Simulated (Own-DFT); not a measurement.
# Misfit strain and the stress it brings: wurtzite AlN, 72 atoms (Al36N36)

The numbers are computed, not measured, by runs of the plane-wave DFT program Own-DFT (in-house, retired, unreviewed) at fixed positions, with no spin and no spin-orbit coupling.

Method: PBE; PseudoDojo norm-conserving scalar-relativistic files; cutoff 42 hartree; 3 x 3 x 2 k mesh centred on Gamma; Fermi-Dirac smearing of 0.1 eV.

Limits: forces on such cells moved up to 12 meV/angstrom on a denser k mesh; stress not checked against mesh or cutoff.

Unstrained cell vectors in Å: (9.336, 0.000, 0.000); (-4.668, 8.085, 0.000); (0.000, 0.000, 9.964). The unstrained cell has measured lattice constants (interpolated for alloys), not those of this functional. That, the random moves and any unrelaxed bonds set the pressure at no strain. Each run strains x and y alike by e, as a substrate would, and holds the height along z. All atoms carry random offsets, Gaussian with a width of 0.05 Å per axis. Stress is positive in tension.

```
e (%),u (Å),(s_xx + s_yy)/2 (GPa),s_zz (GPa)
-3.00,0.048,-26.22,-9.29
-2.75,0.051,-24.22,-11.12
-2.25,0.048,-21.55,-7.24
-1.25,0.054,-15.87,-4.05
0.75,0.050,-1.67,-4.37
1.25,0.050,?,?
1.50,0.050,1.40,-0.65
1.75,0.052,3.09,-2.58
2.25,0.050,5.39,-1.80
2.75,0.049,8.00,-0.55
```

## What the rows give

With e as a fraction, the in-plane stress is -7.1 + 598 e - 1449 e² GPa (errors 11 and 838, scatter 0.66), and s_zz is -4.6 + 154 e GPa (slope ± 24, scatter 1.54). At e = 0 the first slope is C11 + C12 and the second 2 C13, both with the ions held to the strained lattice and at the cell's own pressure. A free layer would change its height as e changes, and the in-plane slope would drop by 2 C13²/C33 to the biaxial modulus. At fixed height, a misfit of 1 % moves the in-plane stress by about 6.0 GPa and s_zz by 1.5 GPa.

## Check

The question: what are the two stresses at e = 1.25 %?

From the fit: 0.1 and -2.7 GPa. The hidden result is -0.02 and -2.86 GPa.
